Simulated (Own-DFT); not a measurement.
# Computed records: GaP (zincblende, strained, atoms displaced)

All values are calculated (Own-DFT development build). A calculation, not a measurement: plane-wave PBE density functional theory by an unreviewed code, no spin, of a simulated periodic cell, stress positive in tension, free energy of the whole cell less one offset for each atom, forces on such cells passed a denser k mesh, this cell's mesh not checked; offsets are fitted by least squares, one for each functional and potential file, so energies compare only between cells with the same atoms and settings and are not formation energies; the far tail of each file's local potential was reset to the Coulomb form; each entry is a single point on an unrelaxed cell, so the pressure reflects the starting lattice, mostly measured values (interpolated for alloys), from which strain is counted, and rises with the displacements; printed positions are rounded, which can move forces by about a meV/angstrom; the program, named Own-DFT, is a retired in-house code; no spin-orbit coupling.

Common to all runs: functional PBE; potential files PseudoDojo norm-conserving, scalar-relativistic, standard set; wave cutoff 42 hartree; occupations Fermi-Dirac; smearing width 0.1 eV; k mesh 3 x 3 x 3 centred on Gamma.

(1) GaP (zincblende, strained, atoms displaced)

```xyz
64
Lattice="10.8354 -0.1216 0.1134 -0.1216 11.0468 -0.1742 0.1134 -0.1742 10.9520" Properties=species:S:1:pos:R:3 GaP
Ga    10.7950    10.7320    10.8707
Ga     0.0451     2.6695     2.6432
Ga     2.6909    10.8747     2.5724
Ga     2.7166     2.7282     0.0376
P      1.4178     1.3509     1.4016
P      1.3310     4.0853     4.0900
P      4.0258     1.3867     4.0866
P      4.0031     4.1188     1.3413
Ga    10.7288    10.8055     5.3622
Ga     0.1068     2.6699     8.1868
Ga     2.8139    -0.0839     8.1462
Ga     2.7574     2.6341     5.4452
P      1.4249     1.1934     6.8161
P      1.5112     3.9909     9.4257
P      4.1844     1.2181     9.5737
P      4.0223     3.9273     6.8706
Ga     0.0533     5.3317    10.7811
Ga    -0.0106     8.2629     2.5630
Ga     2.7302     5.4164     2.6626
Ga     2.6600     8.2365    -0.0464
P      1.3473     6.8219     1.2775
P      1.1967     9.6726     4.0150
P      4.0108     6.8111     4.1131
P      3.9456     9.5223     1.3658
Ga     0.0142     5.4177     5.3827
Ga     0.0972     8.1457     8.1043
Ga     2.7821     5.4130     8.0503
Ga     2.5837     8.0842     5.3500
P      1.3669     6.7019     6.7200
P      1.3712     9.5352     9.3793
P      4.0468     6.7288     9.4723
P      4.0237     9.4321     6.7281
Ga     5.5693    -0.2201    11.0080
Ga     5.3822     2.5868     2.7422
Ga     8.2109    -0.1070     2.8329
Ga     8.1482     2.4915    10.9175
P      6.7590     1.2699     1.4474
P      6.7214     4.1020     4.1165
P      9.4607     1.1906     4.1482
P      9.4864     3.9969     1.3959
Ga     5.2539    10.8987     5.2883
Ga     5.3350     2.6441     8.2573
Ga     8.1399    10.7395     8.0322
Ga     8.1567     2.5936     5.4673
P      6.7426     1.1281     6.9150
P      6.8280     3.8414     9.5748
P      9.5667     1.1423     9.6617
P      9.4603     3.9368     6.9392
Ga     5.4636     5.2181    10.8985
Ga     5.3547     8.1686     2.5882
Ga     8.0864     5.3864     2.7202
Ga     8.0648     8.3141    -0.0256
P      6.7611     6.7560     1.3367
P      6.6967     9.5286     4.0429
P      9.4962     6.7535     4.1225
P      9.3515     9.5901     1.3263
Ga     5.3746     5.4202     5.4256
Ga     5.4474     8.1283     8.0574
Ga     8.1172     5.2885     8.2118
Ga     8.0642     8.0229     5.4314
P      6.7497     6.7887     6.9036
P      6.8485     9.4692     9.5389
P      9.5098     6.6506     9.6422
P      9.4272     9.4672     6.8900
```

| Item | Value |
| --- | --- |
| free energy of cell above offsets | -32.989 eV |
| pressure | 2.34 GPa |
| stress xx | -3.08 GPa |
| stress yy | -1.68 GPa |
| stress zz | -2.28 GPa |
| stress yz | -3.14 GPa |
| stress xz | 2.2 GPa |
| stress xy | -0.46 GPa |

Force:
```
element  x (eV/Å)  y (eV/Å)  z (eV/Å)
     Ga     0.309     0.587    -0.132
     Ga    -0.587      0.62     0.576
     Ga    -1.325     1.398     0.951
     Ga    -0.447     0.092    -0.836
      P     0.086    -1.126    -0.589
      P     0.593    -0.747    -0.537
      P     0.458    -1.828     0.075
      P     0.969     -0.92     0.118
     Ga    -1.176     0.985     1.204
     Ga    -0.468    -0.427    -0.333
     Ga     0.195    -0.651     0.493
     Ga    -1.327     0.417     0.326
      P    -0.429      0.73    -0.423
      P    -0.082     0.073     1.088
      P    -0.517    -0.834     0.939
      P     0.957     0.683    -0.984
     Ga     0.286    -0.157     0.287
     Ga    -0.453     0.009     0.067
     Ga    -0.762     0.669     0.813
     Ga    -0.756     0.185    -0.793
      P    -0.322    -0.052    -0.013
      P     1.671    -1.518    -0.991
      P     0.371    -0.209     -1.12
      P     1.192     0.216    -1.545
     Ga     -1.03     0.029     0.183
     Ga    -0.945    -0.364    -0.205
     Ga    -0.478     0.058     0.563
     Ga    -0.085     1.147     0.109
      P    -0.327     0.465     0.427
      P     0.763     0.088     1.014
      P      1.12    -0.038     0.259
      P    -0.389     0.545    -0.445
     Ga    -0.601     -0.21    -0.045
     Ga      0.34     1.438    -0.231
     Ga    -1.435      -0.4     -0.11
     Ga     0.468    -0.088     0.799
      P     0.548      0.04    -0.085
      P     0.371    -1.189    -0.216
      P     1.199     0.649     0.584
      P    -0.214    -0.247    -0.206
     Ga     0.072     0.174     0.237
     Ga     1.217    -0.519    -0.643
     Ga    -1.412      2.08      1.39
     Ga    -0.913      0.07     0.597
      P     0.389     0.637    -0.185
      P    -0.262     0.645    -0.137
      P      0.16    -0.376    -0.359
      P     0.755    -0.398    -0.727
     Ga     0.054     0.833    -0.282
     Ga     0.443    -0.419      1.02
     Ga      0.48     0.135     0.164
     Ga    -0.508    -1.139    -0.164
      P    -0.264     0.449    -0.575
      P     0.249    -0.275    -0.404
      P     0.013     -0.36    -0.388
      P     1.159    -0.373     0.327
     Ga    -0.158    -0.001     0.971
     Ga    -0.797      0.79     1.626
     Ga    -0.107      0.62     0.501
     Ga     0.139     1.007     0.158
      P     0.638    -1.718    -1.122
      P    -0.694    -0.295    -0.455
      P     0.045       0.2    -0.631
      P     1.562    -1.886    -1.953
```

(2) GaP (zincblende, strained, atoms displaced)

```xyz
64
Lattice="10.8725 0.0200 0.1916 0.0200 10.9067 0.0032 0.1916 0.0032 11.0635" Properties=species:S:1:pos:R:3 GaP
Ga     0.2250     0.0685    10.9560
Ga    10.9014     2.7819     2.9089
Ga     2.8004     0.0390     2.7643
Ga     2.8879     2.6274    11.0770
P      1.3714     1.3331     1.3658
P      1.4198     4.1289     4.1573
P      4.1336     1.4275     4.2492
P      4.1976     4.1006     1.4996
Ga     0.2273    10.8668     5.5221
Ga    10.9941     2.7347     8.5671
Ga     2.8472    10.8873     8.3544
Ga     2.7931     2.7730     5.7052
P      1.6023     1.3702     6.9275
P      1.5594     4.1152     9.7477
P      4.2977     1.3532     9.6891
P      4.2335     4.1655     6.9932
Ga     0.2500     5.4040    11.0438
Ga    10.9093     8.2611     2.9306
Ga     2.8174     5.5184     2.8383
Ga     2.7262     8.2058     0.0881
P      1.3999     6.8287     1.4810
P      1.5329     9.5011     4.2487
P      4.1682     6.9046     4.1983
P      3.9959     9.5495     1.4986
Ga    10.9654     5.4614     5.7597
Ga    10.8897     8.2186     8.5113
Ga     2.8242     5.5739     8.4422
Ga     2.8594     8.1828     5.6058
P      1.4785     6.7966     6.8942
P      1.5224     9.5776     9.8223
P      4.2362     6.7819     9.7378
P      4.2424     9.4786     6.9786
Ga     5.4320    10.8963     0.1370
Ga     5.4259     2.6683     2.8530
Ga     8.2530     0.0321     2.8884
Ga     8.1189     2.7698     0.1455
P      6.8795     1.3774     1.5409
P      6.8756     4.1056     4.1905
P      9.5423     1.3049     4.3911
P      9.5403     4.0331     1.4876
Ga     5.4478     0.0635     5.7216
Ga     5.6078     2.7121     8.3486
Ga     8.2848    10.8860     8.4399
Ga     8.2403     2.7347     5.7229
P      6.9496     1.2792     7.0683
P      6.9607     4.1035     9.7847
P      9.6662     1.4241     9.8694
P      9.4919     4.0662     7.1362
Ga     5.4258     5.4686     0.1984
Ga     5.5396     8.2018     2.8715
Ga     8.3038     5.4883     2.9686
Ga     8.3677     8.2022    11.1994
P      6.7642     6.7775     1.5024
P      6.9712     9.5610     4.2553
P      9.5722     6.8144     4.3501
P      9.5986     9.5399     1.4988
Ga     5.4977     5.4308     5.6749
Ga     5.5943     8.1628     8.3940
Ga     8.3231     5.5216     8.4239
Ga     8.2973     8.2201     5.7098
P      6.9019     6.8772     7.0479
P      7.0058     9.5323     9.8373
P      9.6799     6.8776     9.9008
P      9.6945     9.5901     7.1065
```

| Property | Result |
| --- | --- |
| free energy of cell above offsets | -33.572 eV |
| pressure | 2.14 GPa |
| stress xx | -2.59 GPa |
| stress yy | -2.49 GPa |
| stress zz | -1.34 GPa |
| stress yz | 0.2 GPa |
| stress xz | 2.77 GPa |
| stress xy | 0.18 GPa |

Force:
```
element  x (eV/Å)  y (eV/Å)  z (eV/Å)
     Ga    -0.891      0.28     1.121
     Ga     0.044    -0.521     0.746
     Ga    -0.805     0.542     1.218
     Ga     0.818     0.991     0.155
      P    -0.231      0.01     0.616
      P     0.202    -0.578     0.197
      P    -0.477     -0.65     0.343
      P    -1.628    -0.769     -0.15
     Ga    -0.413     0.701     0.261
     Ga     0.502     0.543    -0.869
     Ga     0.565    -0.277     0.203
     Ga     0.668     1.121    -1.402
      P    -1.786    -0.553     0.946
      P     0.212    -0.885    -0.688
      P    -0.379      -0.4     0.389
      P     -0.94    -0.802     1.095
     Ga    -0.517     0.985     0.791
     Ga     0.236    -0.238     0.809
     Ga     0.046    -0.224      0.04
     Ga    -0.173    -0.398     -0.21
      P    -0.147     -0.42    -0.704
      P    -0.352     0.215    -1.261
      P     0.249    -0.951     0.529
      P     1.809    -0.546    -0.519
     Ga    -0.485    -0.303    -0.056
     Ga     1.465     0.084    -0.019
     Ga    -0.079    -0.706    -1.072
     Ga     0.013    -0.166     0.075
      P    -0.313     0.365     0.938
      P     0.446     -1.09    -1.748
      P     0.453     0.757      1.03
      P    -0.543     0.286     0.637
     Ga     0.168     0.219     0.092
     Ga     0.995     0.687     0.109
     Ga      0.08    -0.259     0.031
     Ga    -0.225       0.1    -0.225
      P     -0.69    -0.444    -0.371
      P    -0.201    -0.487     0.911
      P     1.055      0.53    -0.461
      P    -0.047     0.896     0.433
     Ga     0.785    -0.337    -1.079
     Ga     0.177      0.58     0.078
     Ga     0.565     0.204     0.525
     Ga    -0.613     0.013    -0.699
      P    -0.471     0.639    -0.359
      P    -0.199     0.222     0.133
      P    -0.481    -0.838    -0.176
      P     1.771     0.007    -0.281
     Ga     0.225    -0.148    -1.342
     Ga    -0.002     0.634    -0.018
     Ga    -0.627     -0.29    -0.854
     Ga    -0.548     0.017     0.798
      P     1.298     0.549     0.253
      P    -0.941     0.173     0.377
      P     0.762     0.465     0.037
      P    -0.221     0.587    -0.067
     Ga     0.936     1.008    -1.281
     Ga     -0.01     0.447     0.557
     Ga    -0.652      0.43     0.669
     Ga    -0.223     0.202    -0.088
      P     0.415    -0.755    -0.376
      P    -0.589    -0.126    -0.149
      P     0.219    -1.315    -0.249
      P    -0.283    -0.013    -0.368
```

(3) GaP (zincblende, strained, atoms displaced)

```xyz
64
Lattice="10.8422 -0.1542 0.1950 -0.1542 10.9484 -0.0171 0.1950 -0.0171 11.0790" Properties=species:S:1:pos:R:3 GaP
Ga    10.7963    10.7154    11.2324
Ga     0.0334     2.6814     2.8180
Ga     2.6042    10.8733     2.8414
Ga     2.8771     2.5856    11.0963
P      1.4196     1.3937     1.4741
P      1.2864     4.0188     4.1703
P      4.1160     1.2816     4.2297
P      3.9710     4.0349     1.4660
Ga    10.7315    10.7554     5.6932
Ga     0.1711     2.7187     8.3437
Ga     2.6390    10.8916     8.2754
Ga     2.8037     2.7267     5.4822
P      1.5124     1.3304     6.8593
P      1.4761     4.0263     9.6669
P      4.2168     1.2707     9.8000
P      4.1654     4.0307     7.0413
Ga    10.9445     5.3213    11.2398
Ga    10.7618     8.1102     2.9850
Ga     2.6252     5.3496     2.7988
Ga     2.7726     8.1016    11.0019
P      1.3404     6.7744     1.4247
P      1.2795     9.5404     4.2445
P      4.0361     6.7182     4.2164
P      3.8791     9.5359     1.5186
Ga    10.8487     5.2811     5.6558
Ga     0.0805     8.1550     8.3274
Ga     2.8097     5.3836     8.3135
Ga     2.6533     8.2551     5.6178
P      1.3581     6.8489     6.9651
P      1.4044     9.5810     9.6864
P      4.1245     6.7413     9.7545
P      4.1390     9.5172     7.0165
Ga     5.3708    10.7901    11.1566
Ga     5.3846     2.6847     2.8800
Ga     8.2231    -0.0569     2.9788
Ga     8.0947     2.6242     0.1818
P      6.7500     1.1977     1.5453
P      6.7847     3.9472     4.2460
P      9.4785     1.2480     4.3378
P      9.4417     3.8919     1.5447
Ga     5.5258    -0.0481     5.6138
Ga     5.5075     2.6736     8.4714
Ga     8.3494    -0.0623     8.4279
Ga     8.1716     2.6418     5.6284
P      6.9385     1.2939     7.1112
P      6.8456     4.0474     9.8634
P      9.6040     1.2509     9.8846
P      9.5308     3.9229     7.1042
Ga     5.3401     5.4091     0.0948
Ga     5.3061     8.1364     2.8521
Ga     8.1077     5.2829     2.9128
Ga     8.2745     8.0103    11.1420
P      6.6454     6.8530     1.5153
P      6.7311     9.5266     4.2857
P      9.5364     6.6924     4.2820
P      9.3777     9.4799     1.6062
Ga     5.4201     5.4629     5.6354
Ga     5.5021     8.0608     8.4472
Ga     8.1314     5.4277     8.4350
Ga     8.1214     8.0740     5.7369
P      6.7524     6.7539     7.1324
P      6.8143     9.4328     9.7392
P      9.4899     6.5513     9.7706
P      9.4081     9.4634     7.0292
```

| Quantity | Value |
| --- | --- |
| free energy of cell above offsets | -33.572 eV |
| pressure | 1.95 GPa |
| stress xx | -2.72 GPa |
| stress yy | -1.97 GPa |
| stress zz | -1.16 GPa |
| stress yz | -0.47 GPa |
| stress xz | 2.9 GPa |
| stress xy | -1.92 GPa |

Force:
```
element  x (eV/Å)  y (eV/Å)  z (eV/Å)
     Ga     0.776     1.087     0.186
     Ga    -0.585     0.109    -0.813
     Ga     -0.52     0.654     0.077
     Ga    -0.095     1.124      0.06
      P    -0.799    -1.341    -0.228
      P     0.865     0.309     0.318
      P     0.137    -0.073     0.068
      P     0.507     -0.38    -0.361
     Ga     0.194     0.823    -0.021
     Ga    -0.447    -0.335    -0.995
     Ga     0.915     0.447    -0.228
     Ga      0.01      0.19     0.621
      P    -0.738     0.012     0.443
      P     0.359     0.357     0.992
      P    -0.175     -0.66    -0.566
      P    -0.074    -0.354    -0.816
     Ga     0.172    -0.464     0.151
     Ga     0.676    -0.082    -0.697
     Ga     0.241     0.399     0.253
     Ga    -0.062     0.694     0.957
      P    -0.894     0.505    -0.283
      P    -0.048     0.107    -0.603
      P    -0.739     0.458     0.224
      P     0.139    -1.109    -0.819
     Ga    -0.134     0.445     0.944
     Ga    -0.908      0.65    -0.117
     Ga     -0.48     0.596     0.004
     Ga     0.826    -0.566     0.058
      P     0.435    -1.064    -0.518
      P    -0.518    -0.665     0.407
      P     0.218    -0.478    -0.087
      P    -0.496    -0.302     0.105
     Ga     0.807     0.142     0.003
     Ga     0.116    -0.283    -0.712
     Ga    -0.764    -0.281    -0.715
     Ga    -0.878    -0.118    -0.158
      P     -0.06     0.324    -0.262
      P    -0.395     0.633     0.719
      P     0.946    -0.255      0.41
      P     0.639     0.454     0.356
     Ga     0.361     0.334     0.513
     Ga     0.449    -0.055    -0.298
     Ga    -0.672    -0.254     0.149
     Ga    -0.128      0.18      0.69
      P    -0.757     0.042    -0.415
      P     0.585    -0.626    -0.159
      P     0.543    -0.387      0.08
      P      0.02     0.366     0.062
     Ga    -0.361     0.502     0.633
     Ga      0.03     0.725     0.424
     Ga    -0.039     0.889    -0.468
     Ga    -0.485     0.738     0.355
      P     0.787    -1.279     -0.23
      P    -0.133    -0.946     0.023
      P    -1.161    -0.355      0.55
      P    -0.319    -0.906    -0.257
     Ga      0.37     -0.57     -0.05
     Ga    -0.902     0.929    -0.046
     Ga    -0.347    -1.596    -0.812
     Ga     -0.37    -0.101     -0.88
      P      0.55    -0.511    -1.348
      P     0.495     0.467     0.853
      P     1.453     1.299     1.132
      P     0.856    -0.595     1.142
```
